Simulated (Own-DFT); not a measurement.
Simulation results for InAs (zincblende, strongly disordered by large displacements), GaP (zincblende, strongly disordered by large displacements)

A calculation, not a measurement: plane-wave PBE density functional theory by an unreviewed code, no spin, of a simulated periodic cell, stress positive in tension, free energy of the whole cell less one offset for each atom, forces on such cells passed a denser k mesh, this cell's mesh not checked; broken bonds can close the gap or carry spin, so checks made on this kind of crystal may not hold here; offsets are fitted by least squares, one for each functional and potential file, so energies compare only between cells with the same atoms and settings and are not formation energies; the far tail of each file's local potential was reset to the Coulomb form; each entry is a single point on an unrelaxed cell, so the pressure reflects the starting lattice, mostly measured values (interpolated for alloys), from which strain is counted, and rises with the displacements; printed positions are rounded, which can move forces by about a meV/angstrom; the program, named Own-DFT, is a retired in-house code; no spin-orbit coupling. Program: Own-DFT development build.

Common to all runs: functional PBE; potential files PseudoDojo norm-conserving, scalar-relativistic, standard set; wave cutoff 42 hartree; occupations Fermi-Dirac; smearing width 0.1 eV; k mesh 3 x 3 x 3 centred on Gamma.

(1) 
```xyz
64
Lattice="12.1166 0.0000 0.0000 0.0000 12.1166 0.0000 0.0000 0.0000 12.1166" Properties=species:S:1:pos:R:3:force_x:R:1:force_y:R:1:force_z:R:1 formula=InAs hardware=one_NVIDIA_H200 free_energy_of_cell_above_offsets=28.397 pressure=14.38 stress_xx=-12.27 stress_yy=-13.2 stress_zz=-17.68 stress_yz=0.79 stress_xz=2.4 stress_xy=-3 wall_time=1157
In     0.0269    11.8251    12.0369     -0.413     -0.177     -2.826
In    12.0134     3.0544     2.9160      6.283     -0.235      2.294
In     2.9685    11.7919     2.8177      1.124      0.367     -0.313
In     3.1479     2.7207     0.4613      0.192      2.423     -0.193
As     1.4726     1.1769     1.1959     -0.427      0.408      2.513
As     1.1885     4.9553     4.4531       3.31     -3.231      -3.72
As     4.6688     1.6660     4.3707     -3.381     -6.669      0.758
As     4.4380     5.0852     0.9996      1.164     -3.634     -3.502
In    11.9174    12.1060     6.2857     -2.307      0.794     -5.572
In     0.4901     3.4553     9.2816     -3.609     -5.135     -4.728
In     3.4523    11.8846     8.8826     -2.245      2.644      3.828
In     3.3230     2.8105     5.7838     -5.913     -0.625     -1.956
As     1.2717     0.8082     7.7341      3.921      4.253      3.734
As     1.4786     4.8281    10.6421      3.894      3.688      3.219
As     4.4970     1.8075    10.8287      1.901     -2.278     -2.171
As     4.1974     3.8901     7.4519      2.936      4.751      5.969
In     0.0879     6.0009     0.3586      -2.23      1.737     -6.747
In    11.8773     9.2885     2.7249      4.281     -3.799       5.28
In     3.4460     5.4530     2.8952     -3.788      1.723      6.148
In     2.7257     9.1508    11.9004      0.909     -1.893      1.897
As     1.5446     7.1491     1.4479      4.969      5.684      3.894
As     1.4932    10.9784     4.7031     -1.424     -0.748     -1.661
As     4.3175     7.6785     4.9912     -3.036      -1.45     -1.235
As     4.8148     9.7795     1.6079     -3.549      4.255     -4.578
In     0.1367     6.0133     6.1433     -2.886      1.682      2.735
In    11.8849     8.7139     8.6794     -2.245      2.022       2.59
In     3.0217     6.4710     8.8293      0.072     -0.728      0.301
In     3.1050     9.5835     5.9042      -1.14      0.019      0.638
As     1.2967     8.0530     7.2866      5.156     -2.919       -3.9
As     1.7492    10.2062     9.9796     -1.281      1.623       -0.1
As     4.9026     7.9035    10.3991     -3.824     -1.141     -0.322
As     4.6962    10.9625     7.2207       -1.3     -5.275      1.308
In     5.7899    11.5730     0.0659     -2.912       4.83      4.407
In     6.1970     2.5546     3.1753      6.365      4.081     -4.239
In     9.3364    11.9721     3.1891       0.89      0.587     -2.414
In     9.3146     2.8398     0.3679      2.876      5.084     -2.915
As     8.0675     1.4823     1.5144     -5.451     -4.893      3.817
As     7.3853     4.5968     4.6725      0.107       0.01     -0.635
As    10.9344     1.5891     4.0996     -3.196     -4.327      5.678
As    11.2675     4.3348     1.3875     -7.132     -0.086      -2.62
In     6.2651    12.0399     6.1766      5.247       3.72     -3.548
In     6.6716     3.1051     9.3278      -3.74      2.972      2.222
In     9.2156    11.8958     9.8621     -3.039     -5.569     -2.762
In     9.2285     2.9535     5.9892     -1.865     -1.269      -1.92
As     7.4304     1.5661     7.9981       3.24     -4.917     -4.882
As     7.3824     4.5597    11.0381      1.798      1.774      1.077
As    10.0994     1.6545    10.4721      4.747      4.982      0.967
As    10.3563     4.3145     7.5949      3.446      0.709      1.197
In     5.9869     6.5891     0.0211      0.964       -1.2      -1.55
In     5.5082     8.6133     3.3026      4.802     -1.153      2.083
In     8.9657     6.1181     2.8407     -3.796     -4.851     -3.273
In     8.8656     8.5820    11.6277     -1.704      3.742     -1.048
As     7.5669     7.9374     1.1631     -1.656     -1.127       6.38
As     8.1350    10.5218     4.6532     -4.366      4.422     -1.804
As    10.1251     7.5217     4.0232      5.251      4.103      3.952
As    10.7009    10.2426     1.1697     -4.797      2.928     -3.731
In     5.3971     6.4829     6.6117      2.289     -3.555      2.774
In     6.4004     9.1498     9.0648      -0.28     -3.269     -6.959
In     9.1194     6.2143     8.5219      3.171     -3.363      5.414
In     8.6999     8.7518     5.7759      4.826     -0.552     -1.761
As     7.8711     7.5479     7.3489     -7.555      0.475      2.122
As     6.8856    10.6047    10.5779      6.755      1.944     -0.286
As    10.6659     8.0560    10.5346      3.461     -3.893     -0.816
As    10.8247    10.6794     7.7552     -3.862     -0.474      1.489
```

Units: free_energy_of_cell_above_offsets in eV; pressure, stress_xx, stress_yy, stress_zz, stress_yz, stress_xz, stress_xy in GPa; wall_time in s; force_x, force_y, force_z in eV/Å.

(2) 
```xyz
64
Lattice="10.9010 0.0000 0.0000 0.0000 10.9010 0.0000 0.0000 0.0000 10.9010" Properties=species:S:1:pos:R:3:force_x:R:1:force_y:R:1:force_z:R:1 formula=GaP hardware=one_NVIDIA_H100 free_energy_of_cell_above_offsets=38.288 pressure=20.19 stress_xx=-17.46 stress_yy=-22.22 stress_zz=-20.9 stress_yz=-2.13 stress_xz=5.07 stress_xy=1.02 wall_time=592.3
Ga     0.1901     0.6632    10.2771      2.158      -2.72      6.379
Ga     0.2394     2.3583     2.6523     -5.843      1.184       3.94
Ga     3.0506    10.8937     2.8080     -2.283      0.552      0.784
Ga     2.7065     2.6055    10.8205      3.903     -0.023      0.667
P      1.4509     1.5156     1.3683      3.135     -4.378     -3.253
P      0.8762     4.0092     3.9317      1.289     -1.158      2.073
P      3.8736     1.2581     4.5232      5.564     -3.735     -4.535
P      4.2475     4.0746     1.3222     -2.815     -0.065       0.35
Ga     0.3860     0.3738     5.1447     -6.418     -2.041     -2.842
Ga     0.2981     2.8791     7.7215      3.682      3.542      -4.74
Ga     2.3422     0.0252     9.0837      4.459      4.383     -4.029
Ga     2.5954     2.4694     5.3235     -1.677      10.53     -0.416
P      1.7581     1.0436     6.3580      0.622     -2.023      8.615
P      1.2234     3.5598     9.6152       0.51      3.088     -1.365
P      4.4139     1.1988     9.8406     -2.469     -2.525       2.88
P      4.1398     4.2455     7.5712     -1.312      1.798     -2.245
Ga    10.8251     4.2650     0.3366      3.502      0.946     -4.028
Ga    10.5678     8.1509     3.3245       2.89      3.253     -5.471
Ga     2.3098     4.9127     2.6380      3.338      0.786     -0.834
Ga     2.6853     7.8539    10.7611     -2.301      1.481      2.952
P      1.6911     6.5253     1.3622     -3.123      1.026      0.166
P      1.0124     9.5339     4.0609      4.394       0.05     -0.298
P      3.9009     7.0153     4.3409      2.168     -4.236     -3.784
P      4.2606     9.4271     1.7586     -3.614     -3.837      0.757
Ga     0.1949     5.5339     5.4387      -2.02      1.401     -6.376
Ga    10.4236     8.4418     8.8054      4.751      5.119     -2.191
Ga     2.2632     5.9020     8.1531      3.435     -3.363      6.794
Ga     2.9341     7.9538     5.8303     -0.551       5.73      2.486
P      1.5872     6.4545     6.4025      0.894      3.759     -0.393
P      1.5471     9.5185    10.1850     -5.226     -2.908      2.248
P      4.1782     6.7306    10.2057      0.858      0.918     -5.755
P      3.4729     9.9988     7.2125      1.647     -1.394     -1.283
Ga     5.5285    10.6047     0.8010        4.4      4.059     -4.167
Ga     5.6252     3.0189     2.6126     -5.088      -0.24     -0.415
Ga     8.2940     0.4712     2.2344     -4.571      2.906     -2.638
Ga     8.4647     3.0036     0.3268      1.017     -0.654      0.366
P      6.7105     1.9202     1.4119      2.927     -5.259      -3.82
P      6.3727     3.7302     4.2623       5.28     -1.574      1.285
P      9.2914     0.9135     3.8356      4.266       3.69       6.61
P      9.6227     4.5073     1.8605     -0.908     -3.896      1.708
Ga     5.4730     0.0396     5.8439     -1.864     -3.214     -2.076
Ga     5.0490     2.4380     8.2892     -0.019      2.032      0.758
Ga     8.6883     0.2067     7.8364     -1.973     -0.922     -0.026
Ga     7.6856     3.0008     5.8297       3.26      0.324      -0.52
P      6.3615     1.6472     6.8587      3.807     -1.102      1.195
P      6.8741     3.7515     9.9085     -0.602      0.647     -2.333
P     10.2534     1.5420     8.7432     -7.367      -2.54     -0.143
P      9.9914     4.3088     6.4904     -6.352     -4.805       4.18
Ga     5.4764     5.3570    10.8049        3.8     -2.427      2.226
Ga     5.4946     7.8712     2.9798     -3.275      0.486      2.202
Ga     8.5138     5.9272     2.6979     -6.998      0.746     -3.294
Ga     8.4780     8.1198    10.2549     -0.778     -0.351       6.41
P      6.6788     6.9890     1.6037      3.544     -3.071     -3.877
P      6.4646     9.4573     4.0237      2.616      2.514      2.517
P      9.4209     6.8361     4.1736      3.534     -5.696       3.44
P      8.7558     9.6614     1.4057      2.268     -6.032     -2.902
Ga     5.4909     5.2576     5.0218     -4.425      6.948      4.447
Ga     5.9063     8.5480     7.5634     -4.188       5.72      4.254
Ga     8.4234     4.8671     8.4425     -0.548     -0.621     -0.825
Ga     8.2965     7.8658     5.3437     -3.376       6.58      2.973
P      6.8587     7.1429     6.6478      0.865     -8.004     -1.342
P      7.2880     9.6408     9.9430     -4.459      5.686     -1.399
P      9.2612     6.8590     9.0201      0.461     -8.145      -2.36
P      9.6034     9.3655     6.6202        1.2      1.072      0.311
```

Units: free_energy_of_cell_above_offsets in eV; pressure, stress_xx, stress_yy, stress_zz, stress_yz, stress_xz, stress_xy in GPa; wall_time in s; force_x, force_y, force_z in eV/Å.

(3) 
```xyz
64
Lattice="10.9010 0.0000 0.0000 0.0000 10.9010 0.0000 0.0000 0.0000 10.9010" Properties=species:S:1:pos:R:3:force_x:R:1:force_y:R:1:force_z:R:1 formula=GaP hardware=one_NVIDIA_H100 free_energy_of_cell_above_offsets=-1.187 pressure=10.36 stress_xx=-11.04 stress_yy=-10.78 stress_zz=-9.24 stress_yz=1.02 stress_xz=-0.15 stress_xy=-1.08 wall_time=563.4
Ga    10.7083    10.7803    10.7158     -1.563      5.739      0.527
Ga     0.2310     2.7754     2.7067     -2.042      1.564       1.53
Ga     2.5972     0.3610     2.6523      7.406     -5.922      5.809
Ga     2.7110     2.6112     0.4265      0.314     -0.053     -3.075
P      1.3501     1.2609     1.5763     -6.341      3.539     -6.483
P      1.5983     4.4677     4.0928     -0.219     -2.831     -0.904
P      4.0615     1.2775     4.4919     -0.165      0.202     -3.343
P      4.0912     4.1003     1.3155      0.703      1.733      0.336
Ga     0.2724    10.8905     5.5383     -4.588     -1.039     -1.767
Ga     0.0948     2.6904     7.9629      0.777     -0.726      3.075
Ga     2.7875    10.6965     8.2565     -5.132      6.146      7.154
Ga     2.7799     2.7755     5.5476     -0.481      1.199      0.568
P      1.3778     1.2075     6.8007      2.456      2.062      2.351
P      1.4124     4.1328     9.5818      -4.05     -4.591      3.298
P      4.2284     1.1236     9.5782     -1.218      0.098      1.462
P      4.2305     4.1517     6.8001     -1.351     -0.876      1.859
Ga    10.7642     5.5764     0.0172      2.112      1.537       -1.5
Ga    10.8995     7.8847     2.7627      2.198      3.269     -2.429
Ga     2.9221     5.6854     2.6501      -0.22      0.344     -1.039
Ga     2.5916     8.0399    10.4623      5.268      0.578     -1.604
P      1.5604     7.2428     1.0990     -2.749     -4.563      5.313
P      1.2656     9.6973     3.9442     -0.919      0.079      -2.51
P      4.2004     6.8066     4.2451     -2.172      3.443     -2.373
P      4.0156     9.7349     1.1584     -7.428     -5.649      4.593
Ga     0.0804     5.5920     5.2613     -2.145     -0.515      0.093
Ga    10.7950     8.6092     8.5162      0.092      -1.42     -3.068
Ga     2.5152     5.3985     8.5546      4.083      3.498     -4.939
Ga     2.3359     8.4892     5.3068      2.787     -1.817      1.533
P      1.2766     6.9165     6.5342      0.473       0.72      3.342
P      1.2315     9.5937     9.8955      3.877      0.862     -3.627
P      4.2966     6.5889     9.4415     -1.673      2.382     -1.373
P      3.7158     9.7074     6.9706      6.172     -5.976     -7.827
Ga     5.4661    10.6916     0.4615      7.418      4.641     -5.188
Ga     5.1667     2.6657     2.7183      0.345      0.413      2.384
Ga     8.0538    10.6651     2.7547       3.25      4.406     -2.779
Ga     8.2155     2.8828     0.0830     -1.509     -1.117       1.35
P      6.5611     1.6357     1.3334      2.063     -1.698      0.128
P      6.5799     4.2175     4.2731      0.969     -1.735     -1.562
P      9.3606     1.4877     4.0600      0.753     -0.451      0.291
P      9.5649     4.1897     1.1716      0.808     -0.807      3.247
Ga     5.5733     0.0911     5.6640     -0.157     -1.082     -0.068
Ga     5.3374     2.6443     8.3948      0.712      0.696     -1.479
Ga     8.2209     0.0819     8.0449      1.828     -2.141      4.233
Ga     8.0165     3.0577     5.8015     -0.693     -1.085     -2.938
P      7.1018     1.3124     6.8714     -3.943      2.377     -1.284
P      6.9314     3.9988     9.6071     -2.232     -0.289     -0.489
P      9.4343     1.6907     9.6721      2.333     -3.041     -2.639
P      9.7875     3.8670     6.6724      -0.43      4.061     -0.386
Ga     5.7036     5.5710    10.8251     -4.548      -5.08     -2.599
Ga     5.8817     7.8198     2.9458         -5     -5.445     -4.359
Ga     8.0292     5.1655     2.6488     -0.142      0.795     -0.231
Ga     8.3832     8.1446     0.0096     -0.852     -0.909      1.287
P      6.9013     6.7114     0.9280      3.695      3.559      6.657
P      6.9157     9.2492     3.7055      1.061      4.274      6.069
P      9.4168     6.8138     3.7678     -1.355       -2.1      2.276
P      9.6230     9.5343     1.0597      -1.44     -0.611      5.506
Ga     5.3573     5.6263     5.4898      1.157     -1.607      2.029
Ga     5.4534     8.4108     7.9255      0.898      -1.53      1.332
Ga     7.8962     5.3153     8.1831      3.783     -0.101      0.654
Ga     8.3028     8.2894     5.2682     -0.132     -1.552      0.737
P      6.9584     6.5581     6.7778     -1.189      4.065     -2.047
P      7.1605     9.2488     9.5844     -3.718      3.617     -2.281
P      9.6367     7.1083     9.5683      0.096     -4.705     -1.598
P      9.3927     9.4337     6.9189      1.913      1.162     -1.239
```

Units: free_energy_of_cell_above_offsets in eV; pressure, stress_xx, stress_yy, stress_zz, stress_yz, stress_xz, stress_xy in GPa; wall_time in s; force_x, force_y, force_z in eV/Å.

(4) 
```xyz
64
Lattice="10.9010 0.0000 0.0000 0.0000 10.9010 0.0000 0.0000 0.0000 10.9010" Properties=species:S:1:pos:R:3:force_x:R:1:force_y:R:1:force_z:R:1 formula=GaP hardware=one_NVIDIA_H100 free_energy_of_cell_above_offsets=4.058 pressure=11.43 stress_xx=-12.73 stress_yy=-11.91 stress_zz=-9.65 stress_yz=0.98 stress_xz=2.33 stress_xy=1.95 wall_time=601.3
Ga    10.7274     0.1637     0.1236     -3.917     -3.067      -4.98
Ga    10.6664     2.4798     2.8452      3.482      4.519     -3.863
Ga     2.5492     0.4719     2.6907      1.206     -2.234      0.473
Ga     2.4816     2.6261     0.0835       1.72      1.826     -3.185
P      1.3650     1.0132     0.8990      4.192      3.582       4.62
P      1.2421     3.9522     4.4490     -0.017       0.57     -3.479
P      3.9919     1.0549     4.4718     -3.564      2.348     -5.371
P      3.9907     3.9120     1.3281     -5.724      2.212     -1.128
Ga     0.0147    10.8052     5.5884     -0.961      0.273      0.754
Ga    10.7571     2.7755     8.1588      0.814      1.276      0.326
Ga     2.6126    10.5432     8.2776      1.226      4.684     -1.828
Ga     2.7744     2.5718     5.0861     -1.056      2.148      4.574
P      1.0909     1.6121     6.7418      1.908     -1.871     -0.203
P      1.4086     4.5209     9.5499     -2.336     -5.826      2.107
P      4.2012     1.2886     9.4171     -2.014     -0.182       1.56
P      3.8367     3.9509     6.9602      0.056      0.862      -1.88
Ga    10.8675     5.4919    10.8656     -1.119      0.994       1.48
Ga    10.8310     8.4871     2.5814      3.063     -4.325      2.838
Ga     2.8606     5.3971     3.1886      -1.14      0.325     -1.175
Ga     2.6811     7.9911     0.0932      2.852      2.479     -5.569
P      1.4943     6.8811     1.1767     -5.017     -3.989      5.561
P      1.3655     9.7440     3.9751     -0.734      0.099     -0.169
P      4.2738     7.1388     4.0314     -1.415      -1.32     -0.169
P      3.9347     9.3663     1.1408      1.067       2.87      2.413
Ga    10.7469     5.4082     5.3911      1.069      3.102      0.775
Ga     0.0236     7.9651     8.3701      3.614      4.292     -4.117
Ga     2.6453     5.5721     8.3446      3.001      2.063     -4.009
Ga     2.8461     8.5068     5.1527      0.048     -0.285      2.795
P      1.5151     7.0441     6.8628     -0.551     -0.736     -1.983
P      1.3921     9.4420     9.4479     -3.285     -1.664      4.046
P      4.2061     6.9208     9.3390     -1.758     -1.786      3.013
P      4.2284     9.8084     7.0799     -0.064     -0.223     -3.936
Ga     5.3987    10.7233    10.8360     -3.087      3.463      3.064
Ga     5.3317     2.9894     2.4075      5.434     -4.967      3.947
Ga     8.3940    10.8516     2.2577     -3.744      4.177      5.321
Ga     8.5356     2.9081    10.8283     -6.967     -0.141     -1.136
P      6.7612     1.0757     1.4891     -2.014      2.104     -1.574
P      6.9693     3.8314     3.8038      -3.18      0.563      1.092
P      9.6006     1.3008     4.0147     -3.883     -3.832       3.65
P      9.2082     4.1153     1.3074      4.877      3.562      4.381
Ga     5.4876     0.0138     5.1103      2.386      1.016      6.615
Ga     5.3501     2.8842     8.3179      1.303     -0.053     -0.934
Ga     8.4278     0.0635     8.3903     -4.095      2.099      0.888
Ga     8.1504     2.8839     5.4244      0.219     -2.166      1.489
P      6.6908     1.2967     6.8429       1.23      1.093     -0.193
P      6.7327     4.3844     9.6079      0.739     -1.626      0.336
P      9.4644     1.5805     9.6800      2.773     -3.207     -2.727
P      9.4924     4.3085     6.8076      2.055     -4.736     -4.421
Ga     5.0517     5.4123     0.2325      2.178      2.744     -2.847
Ga     5.4379     8.2452     2.5208      0.099      1.518     -0.237
Ga     7.9387     5.4019     2.7219      0.734      2.874     -1.129
Ga     7.8347     8.3435    10.8908       3.85     -1.415       0.07
P      6.6865     6.9657     1.2007     -0.077     -3.041      1.664
P      6.5623     9.5084     4.2846     -0.818     -0.748     -7.145
P      9.2326     6.8457     4.1815      1.338       0.21     -1.491
P      9.6655     9.6678     1.3987     -0.067      -3.82     -5.336
Ga     5.2924     5.5288     5.1708      1.556     -1.472      3.013
Ga     5.3677     8.3784     8.2389      2.432     -0.901     -0.683
Ga     8.5747     5.1259     8.3022     -5.451      4.056      4.508
Ga     7.9402     8.4802     5.1705      4.547     -4.271      5.739
P      6.6594     6.6751     7.1152      0.489       0.28     -1.701
P      6.6737     9.6340     9.7399      2.888       -0.4     -5.299
P      9.6649     6.8088     9.3138     -4.945     -2.803      5.207
P      9.3736     9.5614     7.2532      2.554     -3.179     -4.423
```

Units: free_energy_of_cell_above_offsets in eV; pressure, stress_xx, stress_yy, stress_zz, stress_yz, stress_xz, stress_xy in GPa; wall_time in s; force_x, force_y, force_z in eV/Å.
